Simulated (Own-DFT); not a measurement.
# How strain changes the stress of wurtzite GaN, 72 atoms (Ga36N36)

Everything here is calculated. The program is Own-DFT (plane waves, in-house, since retired, never reviewed by a person); positions were held fixed, and spin and spin-orbit coupling were off.

Common settings: PBE; PseudoDojo norm-conserving scalar-relativistic files (stringent for Ga); cutoff 96 hartree; 4 x 4 x 3 k mesh centred on Gamma; Gaussian smearing of 0.01 eV.

Known weak points: forces not confirmed at this smearing and k mesh; stress not checked against mesh or cutoff.

Unstrained cell vectors in Å: (9.567, 0.000, 0.000); (-4.783, 8.285, 0.000); (0.000, 0.000, 10.370). The unstrained cell has measured lattice constants (interpolated for alloys), not those of this functional. That, the random moves and any unrelaxed bonds set the pressure at no strain. The cell is deformed uniformly in each run, and the atoms keep their fractional places. Random moves of width 0.05 Å per axis were added to every atom. Strains are tensor components in per cent; tension counts as positive stress, and P is minus the mean normal stress.

```
run,e_xx (%),e_yy (%),e_zz (%),e_yz (%),e_xz (%),e_xy (%),s_xx (GPa),s_yy (GPa),s_zz (GPa),s_yz (GPa),s_xz (GPa),s_xy (GPa),P (GPa),E (meV/atom)
1,-1.37,1.84,0.93,-1.76,1.62,-0.20,-10.36,-0.33,-4.62,-3.73,4.18,-0.52,5.10,32.0
2,1.70,-1.62,-0.58,-0.26,1.56,-0.37,-2.68,-12.95,-9.97,-1.51,3.10,-0.73,8.53,28.9
3,1.61,-2.00,0.14,-1.48,1.90,-1.70,-4.65,-13.73,-6.92,-3.14,4.65,-6.19,8.43,43.6
4,-0.01,-1.19,-1.49,-1.65,0.97,-1.04,-9.22,-14.57,-16.07,-3.96,1.84,-4.62,13.29,44.9
5,0.87,-0.90,-1.31,1.05,0.23,-1.80,-8.01,-10.52,-12.94,2.40,0.87,-6.22,10.49,39.1
6,-1.73,0.26,-0.73,-1.12,0.41,-1.64,-16.28,-8.89,-11.28,-3.05,0.75,-7.85,12.15,35.0
7,1.34,-0.88,0.57,-1.54,-0.09,-0.46,-2.57,-8.92,-3.89,-3.71,-0.45,-1.53,5.13,14.9
8,0.12,1.69,-0.66,0.87,1.98,0.40,-5.71,-0.26,-8.58,2.22,4.39,0.72,4.85,12.5
9,0.39,-1.77,1.71,-1.30,0.95,-1.82,-6.87,-13.65,-0.49,-2.88,1.83,-5.79,7.00,25.8
10,1.19,-1.73,-0.31,0.57,0.05,0.75,-6.04,-13.83,-8.17,1.71,-0.15,1.34,9.35,34.5
11,-0.40,-0.67,-0.68,0.44,0.59,0.84,-9.32,-12.49,-11.58,1.95,1.18,1.19,11.13,37.7
12,-0.97,-0.45,0.14,-1.14,-0.21,1.32,-12.17,-9.31,-7.74,-2.85,-0.92,4.60,9.74,18.4
13,-0.01,-0.69,-0.10,-0.60,1.84,-1.05,-8.93,-8.92,-7.84,-1.07,3.11,-2.97,8.57,16.9
14,-1.29,-0.52,0.28,-1.49,1.63,-1.78,-12.73,-11.57,-7.57,-2.91,2.88,-5.23,10.62,45.0
15,0.82,1.09,0.34,0.96,0.84,1.02,-1.88,-1.49,-4.33,2.24,1.77,2.14,2.57,0.0
16,0.12,-0.72,0.18,0.93,0.75,0.92,?,?,?,?,?,?,?,?
```

E is the free energy per atom, counted from the lowest run shown.

## What the rows give

Regress every stress component on the fractional strains (shears doubled) of the visible runs, with a constant. Shear strains stay in the fit of a normal stress only where such slopes are resolved. The slopes, in GPa:

```
stress  at no strain  per e_xx  per e_yy  per e_zz  scatter
  s_xx          -7.7  405 ± 28  130 ± 26   88 ± 32     1.01
  s_yy          -7.3  130 ± 22  442 ± 20   83 ± 25     0.78
  s_zz          -7.4   94 ± 20   65 ± 18  447 ± 22     0.70
```

The slope of each shear stress on twice its own strain, from a fit on all six strains: yz 127 ± 9, xz 105 ± 10, xy 167 ± 15 GPa. These are stiffnesses along x, y and z of the frame in which the cell vectors are given, with the crystal's c axis along z: C11, C12, C13 and C33. Hexagonal symmetry asks that xx and yy behave alike, which is a second check on the noise. These are clamped-ion slopes: internal relaxation, where symmetry allows it, would soften some. Symmetry asks for nearly equal slopes across the diagonal; the mismatch is a measure of noise. A ninth of the table's sum, 209 ± 6 GPa, estimates the bulk modulus near the mean pressure of these runs, 8.5 GPa, so it lies above the value at zero pressure.

## Prediction

Q: what normal stresses and pressure should run 16 give?

From the fit: s_xx = -8.0, s_yy = -10.2, s_zz = -7.0 and P = 8.4 GPa. The run itself gave -7.09, -10.34, -6.42 and P = 7.95 GPa.
